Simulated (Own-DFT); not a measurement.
# One host, several defects: C40 NbSi2

The numbers are computed, not measured, by runs of the plane-wave DFT program Own-DFT (in-house, retired, unreviewed) at fixed positions, with no spin and no spin-orbit coupling.

Method: PBE; PseudoDojo norm-conserving scalar-relativistic files; cutoff 42 hartree; 4 x 4 x 5 k mesh centred on Gamma; cold (Marzari-Vanderbilt) smearing of 0.2 eV.

Keep in mind: forces on such cells failed a check on a denser k mesh; stress not checked against mesh or cutoff.

All runs share one cell, with vectors in Å (0.000, 8.324, 0.000); (-9.613, 0.000, 0.000); (0.000, 0.000, 6.586) and a volume of 527.0 Å³. u is the rms random offset of the atoms per axis. The defect's site can differ from row to row.

```
cell,formula,u (Å),P (GPa)
no defect,Nb12Si24,0.0202,1.49
no defect,Nb12Si24,0.0482,2.43
no defect,Nb12Si24,0.0559,3.23
two Si on a Nb site each,Nb10Si26,0.0270,1.50
two Si on a Nb site each,Nb10Si26,0.0281,1.55
two Si on a Nb site each,Nb10Si26,0.0487,2.52
one Si vacancy,Nb12Si23,0.0300,1.08
one Si vacancy,Nb12Si23,0.0313,1.01
one Si vacancy,Nb12Si23,0.0492,1.59
one Si vacancy,Nb12Si23,0.0537,?
two Nb on a Si site each,Nb14Si22,0.0277,7.47
two Nb on a Si site each,Nb14Si22,0.0293,7.38
two Nb on a Si site each,Nb14Si22,0.0490,8.66
```

## What the rows give

P = P0 + c u² + a shift for each defect gives P0 = 1.21 GPa, c = 603 ± 58 GPa/Å² and a scatter of 0.17 GPa. The shifts, and each times the cell's volume:

- two Nb on a Si site each: 5.82 ± 0.15 GPa, 19.1 eV (9.6 eV for each of its 2 sites)
- two Si on a Nb site each: -0.14 ± 0.15 GPa, -0.4 eV (-0.2 eV for each of its 2 sites) (not resolved)
- one Si vacancy: -0.85 ± 0.14 GPa, -2.8 eV

Positive is outwards. The product with the volume (160.2 GPa Å³ to the eV) is nearly free of the cell's size; divided by the bulk modulus at the cell's pressure it gives the volume that the defect adds. The atoms around the defects weren't relaxed, which would change these numbers.

## The run left out

The question: what pressure belongs in the blank (one Si vacancy, u = 0.0537 Å)?

From the fit: 2.10 ± 0.22 GPa. The run itself gave 2.09 GPa.
